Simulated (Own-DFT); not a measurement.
# What a defect does to the pressure of its cell: C11b WSi2

Calculated, not measured: single-point runs of Own-DFT, a retired in-house plane-wave DFT program that no person has reviewed, on unrelaxed cells, without spin or spin-orbit coupling.

Settings: PBE; PseudoDojo norm-conserving scalar-relativistic files; cutoff 50 hartree; 5 x 5 x 5 k mesh centred on Gamma; cold (Marzari-Vanderbilt) smearing of 0.2 eV.

Caveats: forces on such cells failed a check on a denser k mesh; stress not checked against mesh or cutoff.

All runs share one cell, with vectors in Å (-2.148, -5.953, 3.409); (-6.444, 2.976, 1.136); (-2.553, -2.948, -6.757) and a volume of 403.2 Å³. u is the rms random offset of the atoms per axis. The defect's site can differ from row to row.

```
              cell  formula   u (Å)  P (GPa)
         no defect  Si20W10  0.0196     4.39
         no defect  Si20W10  0.0452     6.26
         no defect  Si20W10  0.0567     5.85
one Si on a W site   Si21W9  0.0304        ?
one Si on a W site   Si21W9  0.0323     6.52
one Si on a W site   Si21W9  0.0471     6.96
one Si on a W site   Si21W9  0.0514     8.11
one W on a Si site  Si19W11  0.0264     9.74
one W on a Si site  Si19W11  0.0281     9.59
one W on a Si site  Si19W11  0.0530    11.59
    one Si vacancy  Si19W10  0.0321     3.34
    one Si vacancy  Si19W10  0.0442     4.26
    one Si vacancy  Si19W10  0.0552     4.72
```

## Fit

P = P0 + c u² + a shift for each defect gives P0 = 4.14 GPa, c = 723 ± 137 GPa/Å² and a scatter of 0.44 GPa. The shifts, and each times the cell's volume:

- one W on a Si site: 5.13 ± 0.36 GPa, 12.9 eV
- one Si on a W site: 1.64 ± 0.36 GPa, 4.1 eV
- one Si vacancy: -1.49 ± 0.36 GPa, -3.7 eV

Positive is outwards. The product with the volume (160.2 GPa Å³ to the eV) is nearly free of the cell's size; divided by the bulk modulus at the cell's pressure it gives the volume that the defect adds. The atoms around the defects weren't relaxed, which would change these numbers.

## Withheld run

Q: what pressure belongs in the blank (one Si on a W site, u = 0.0304 Å)?

Estimate: 6.44 ± 0.53 GPa. The calculation gave 6.32 GPa.
